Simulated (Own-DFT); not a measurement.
# Which defects push the lattice out? monoclinic HfO2

The numbers are computed, not measured, by runs of the plane-wave DFT program Own-DFT (in-house, retired, unreviewed) at fixed positions, with no spin and no spin-orbit coupling.

Common settings: PBE; PseudoDojo norm-conserving scalar-relativistic files; cutoff 72 hartree; 2 x 2 x 2 k mesh centred on Gamma; Fermi-Dirac smearing of 0.1 eV.

Limits (not all hold for every row): not probed for a lower state with spin; hafnium file: forces about 75 meV/angstrom off all-electron values; oxygen file: force components 24 meV/angstrom off all-electron in a glass; forces on such cells passed a denser k mesh, each cell not checked; stress not checked against mesh or cutoff.

All runs share one cell, with vectors in Å (10.234, 0.000, 0.000); (0.000, 10.350, 0.000); (-1.696, 0.000, 10.445) and a volume of 1106.4 Å³. u is the rms random offset of the atoms per axis. The defect's site can differ from row to row.

| cell | formula | u (Å) | P (GPa) |
|---|---|---|---|
| no defect | Hf32O64 | 0.0194 | 4.22 |
| no defect | Hf32O64 | 0.0194 | 4.03 |
| no defect | Hf32O64 | 0.0499 | 6.08 |
| two Al on a Hf site each and one O vacancy | Al2Hf30O63 | 0.0283 | 1.62 |
| two Al on a Hf site each and one O vacancy | Al2Hf30O63 | 0.0285 | 2.12 |
| two Al on a Hf site each and one O vacancy | Al2Hf30O63 | 0.0514 | 4.38 |
| two Al on a Hf site each | Al2Hf30O64 | 0.0293 | 2.23 |
| two Al on a Hf site each | Al2Hf30O64 | 0.0311 | ? |
| two Al on a Hf site each | Al2Hf30O64 | 0.0515 | 4.06 |
| two Al on a Hf site each | Al2Hf30O64 | 0.0527 | 4.07 |
| one Si on a Hf site | Hf31O64Si | 0.0303 | 2.62 |
| one Si on a Hf site | Hf31O64Si | 0.0324 | 3.11 |
| one Si on a Hf site | Hf31O64Si | 0.0490 | 3.90 |
| two O vacancies | Hf32O62 | 0.0328 | 4.06 |
| two O vacancies | Hf32O62 | 0.0489 | 4.08 |
| two O vacancies | Hf32O62 | 0.0517 | 4.73 |

## Fit

P = P0 + c u² + a shift for each defect gives P0 = 3.78 GPa, c = 925 ± 125 GPa/Å² and a scatter of 0.40 GPa. The shifts, and each times the cell's volume:

- two O vacancies: -1.38 ± 0.35 GPa, -9.5 eV (-4.8 eV for each of its 2 sites)
- one Si on a Hf site: -1.91 ± 0.33 GPa, -13.2 eV
- two Al on a Hf site each: -2.26 ± 0.35 GPa, -15.6 eV (-7.8 eV for each of its 2 sites)
- two Al on a Hf site each and one O vacancy: -2.38 ± 0.33 GPa, -16.4 eV

Positive is outwards. The product with the volume (160.2 GPa Å³ to the eV) is nearly free of the cell's size; divided by the bulk modulus at the cell's pressure it gives the volume that the defect adds. The atoms around the defects weren't relaxed, which would change these numbers.

## Test on the hidden row

Q: what pressure belongs in the blank (two Al on a Hf site each, u = 0.0311 Å)?

Estimate: 2.41 ± 0.49 GPa. The calculation gave 2.19 GPa.
